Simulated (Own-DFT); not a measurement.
## Calculated data, GaP (zincblende, atoms displaced)

Computed with Own-DFT development build. A calculation, not a measurement: plane-wave PBE density functional theory by an unreviewed code, no spin, of a simulated periodic cell, stress positive in tension, free energy of the whole cell less one offset for each atom, forces on such cells passed a denser k mesh, this cell's mesh not checked; offsets are fitted by least squares, one for each functional and potential file, so energies compare only between cells with the same atoms and settings and are not formation energies; the far tail of each file's local potential was reset to the Coulomb form; each entry is a single point on an unrelaxed cell, so the pressure reflects the starting lattice, mostly measured values (interpolated for alloys), from which strain is counted, and rises with the displacements; printed positions are rounded, which can move forces by about a meV/angstrom; the program, named Own-DFT, is a retired in-house code; no spin-orbit coupling.

## GaP (zincblende, atoms displaced)

```xyz
96
Lattice="16.3515 0.0000 0.0000 0.0000 10.9010 0.0000 0.0000 0.0000 10.9010" Properties=species:S:1:pos:R:3 GaP
Ga    16.3479     0.0157     0.0006
Ga     0.0225     2.7237     2.7047
Ga     2.7430     0.0140     2.7496
Ga     2.7375     2.7237     0.0386
P      1.3737     1.3399     1.3469
P      1.3643     4.1143     4.1101
P      4.1056     1.3901     4.0908
P      4.1271     4.0922     1.3585
Ga    16.3255     0.0381     5.4897
Ga     0.0033     2.6896     8.1990
Ga     2.7392     0.0041     8.1571
Ga     2.7375     2.7161     5.4694
P      1.3520     1.3332     6.7977
P      1.3795     4.0845     9.4849
P      4.1053     1.3708     9.5305
P      4.1044     4.1010     6.8408
Ga    16.3510     5.4360    10.8708
Ga    16.3409     8.1894     2.6986
Ga     2.7406     5.4474     2.7610
Ga     2.7343     8.1836    10.8972
P      1.3542     6.7856     1.3693
P      1.3739     9.5815     4.1027
P      4.1128     6.8192     4.0544
P      4.0886     9.5355     1.3942
Ga     0.0036     5.4416     5.4610
Ga    16.3318     8.1348     8.1709
Ga     2.6919     5.4645     8.2000
Ga     2.7429     8.1825     5.4619
P      1.3472     6.7874     6.8182
P      1.3607     9.5270     9.5134
P      4.0801     6.8067     9.5581
P      4.0785     9.5740     6.8150
Ga     5.4312    10.8748     0.0033
Ga     5.4364     2.7167     2.7200
Ga     8.1559     0.0462     2.7070
Ga     8.1745     2.6898    10.8921
P      6.8104     1.3778     1.3544
P      6.8204     4.0902     4.0997
P      9.5432     1.3571     4.1077
P      9.5326     4.0908     1.3626
Ga     5.4752    10.8994     5.4629
Ga     5.4548     2.7293     8.1672
Ga     8.1814    10.8295     8.1491
Ga     8.1881     2.7208     5.4480
P      6.8048     1.3658     6.7902
P      6.7807     4.1145     9.4819
P      9.5320     1.3617     9.5205
P      9.5299     4.0711     6.7954
Ga     5.4581     5.4336     0.0329
Ga     5.4528     8.1697     2.7200
Ga     8.1710     5.4433     2.7224
Ga     8.1981     8.1657     0.0134
P      6.7931     6.8159     1.3899
P      6.8354     9.5339     4.0838
P      9.5260     6.7904     4.0903
P      9.5418     9.5221     1.3907
Ga     5.4354     5.4580     5.4219
Ga     5.4318     8.1712     8.1847
Ga     8.2048     5.4255     8.1680
Ga     8.1889     8.2025     5.4487
P      6.8027     6.8180     6.8043
P      6.8159     9.5237     9.5498
P      9.5752     6.8368     9.5136
P      9.5428     9.5572     6.7907
Ga    10.9065    10.8764     0.0176
Ga    10.9018     2.7048     2.7302
Ga    13.6424     0.0030     2.6908
Ga    13.6225     2.7364    10.8732
P     12.2494     1.3341     1.3602
P     12.2550     4.1125     4.1022
P     14.9970     1.3405     4.0643
P     14.9990     4.0592     1.3371
Ga    10.8782     0.0184     5.4280
Ga    10.8831     2.7233     8.1484
Ga    13.6309    10.8952     8.1701
Ga    13.6406     2.7211     5.4127
P     12.2838     1.4020     6.8507
P     12.2546     4.1180     9.5115
P     14.9669     1.3697     9.5364
P     14.9854     4.0858     6.8345
Ga    10.8261     5.4219    10.8968
Ga    10.9038     8.1990     2.7244
Ga    13.6285     5.4662     2.7258
Ga    13.6332     8.1850     0.0183
P     12.2632     6.8125     1.3386
P     12.2659     9.5281     4.0639
P     15.0095     6.8623     4.0949
P     14.9915     9.5523     1.3785
Ga    10.9023     5.4403     5.4456
Ga    10.9329     8.1767     8.1758
Ga    13.6373     5.4662     8.1830
Ga    13.6376     8.1754     5.4549
P     12.2304     6.8157     6.8137
P     12.2611     9.5589     9.5387
P     14.9823     6.8015     9.5352
P     15.0015     9.5268     6.8311
```

| Quantity | Value |
| --- | --- |
| functional | PBE |
| potential files | PseudoDojo norm-conserving, scalar-relativistic, standard set |
| wave cutoff | 42 hartree |
| occupations | Fermi-Dirac |
| smearing width | 0.1 eV |
| k mesh | 2 x 3 x 3 centred on Gamma |
| free energy of cell above offsets | -53.690 eV |
| pressure | 2.69 GPa |
| stress xx | -2.7 GPa |
| stress yy | -2.69 GPa |
| stress zz | -2.69 GPa |
| stress yz | 0 GPa |
| stress xz | 0.16 GPa |
| stress xy | -0.06 GPa |

Force:
```
element  x (eV/Å)  y (eV/Å)  z (eV/Å)
     Ga    -0.003    -0.243    -0.267
     Ga     0.044     0.025     0.158
     Ga    -0.025     0.037    -0.027
     Ga     -0.01     0.122    -0.472
      P     0.082     0.159     0.239
      P     0.075     -0.49     -0.15
      P    -0.064    -0.304     0.121
      P    -0.545    -0.074     0.304
     Ga     0.049    -0.512    -0.407
     Ga         0     0.173    -0.336
     Ga    -0.214     0.082     0.308
     Ga    -0.058     0.266     0.041
      P     0.199     0.463     0.327
      P    -0.157    -0.337     0.789
      P    -0.194    -0.064     0.136
      P    -0.345     0.092     -0.26
     Ga     0.145    -0.103     0.073
     Ga      0.47     0.081     0.303
     Ga    -0.071    -0.032    -0.379
     Ga    -0.226    -0.065     0.169
      P     0.129     0.171    -0.131
      P     -0.28    -0.357     0.012
      P    -0.309     0.121     0.432
      P    -0.091     0.026    -0.192
     Ga     -0.31     0.103    -0.018
     Ga     0.229      0.19     0.088
     Ga     0.497     0.044    -0.298
     Ga    -0.193    -0.068    -0.129
      P     0.271     0.343    -0.168
      P    -0.068     0.111     0.149
      P     0.074    -0.043     0.009
      P     0.308    -0.411    -0.045
     Ga     0.164      0.16     -0.02
     Ga     0.368     0.217     0.142
     Ga     0.188    -0.349      0.17
     Ga    -0.143     0.546      -0.3
      P    -0.275    -0.156    -0.094
      P    -0.089    -0.178    -0.211
      P    -0.218      0.22     -0.41
      P    -0.248    -0.429     0.112
     Ga    -0.143    -0.023    -0.317
     Ga    -0.004    -0.144    -0.113
     Ga    -0.256     0.691     0.214
     Ga    -0.238    -0.006    -0.041
      P     0.318    -0.092     0.385
      P     0.488    -0.268     0.736
      P     0.072    -0.384     0.032
      P     0.157      0.12     0.012
     Ga     0.121     0.292    -0.455
     Ga     0.147     0.287      0.13
     Ga    -0.078     0.023     0.094
     Ga    -0.159    -0.089     -0.05
      P     0.382    -0.098    -0.362
      P    -0.219      0.19    -0.143
      P     0.188     0.309    -0.068
      P     -0.23     0.344    -0.195
     Ga     0.168    -0.058     0.283
     Ga     0.067    -0.003    -0.077
     Ga    -0.202     0.455    -0.105
     Ga    -0.094    -0.396     0.027
      P     0.166     0.007     0.029
      P    -0.027    -0.093     0.018
      P    -0.505    -0.222     0.136
      P     0.352    -0.403     0.114
     Ga    -0.346     0.146    -0.196
     Ga     0.071     0.211     0.024
     Ga    -0.292    -0.065     0.338
     Ga    -0.374    -0.017     0.128
      P     0.231     0.426    -0.115
      P     0.189    -0.311    -0.339
      P    -0.007     0.295     0.031
      P    -0.133     0.293     0.232
     Ga     0.712    -0.071     0.321
     Ga     0.107     0.169     0.351
     Ga    -0.039     0.031     0.019
     Ga    -0.029     0.107     0.271
      P    -0.112    -0.474    -0.697
      P    -0.213     -0.25     0.223
      P     0.172    -0.226     0.088
      P      0.09    -0.147    -0.221
     Ga     0.747     0.313    -0.117
     Ga     0.042    -0.581     0.096
     Ga     0.162     0.015    -0.062
     Ga    -0.058     0.003    -0.211
      P    -0.274    -0.118     0.112
      P     0.136     0.337     0.328
      P    -0.079    -0.544    -0.045
      P     0.097    -0.059     -0.43
     Ga    -0.225     0.136     0.104
     Ga    -0.168     0.353    -0.133
     Ga    -0.253    -0.027    -0.236
     Ga    -0.274     0.096     0.049
      P     0.509    -0.081     -0.13
      P     0.208     -0.22     0.042
      P    -0.027     0.212     0.226
      P    -0.192     0.074    -0.107
```
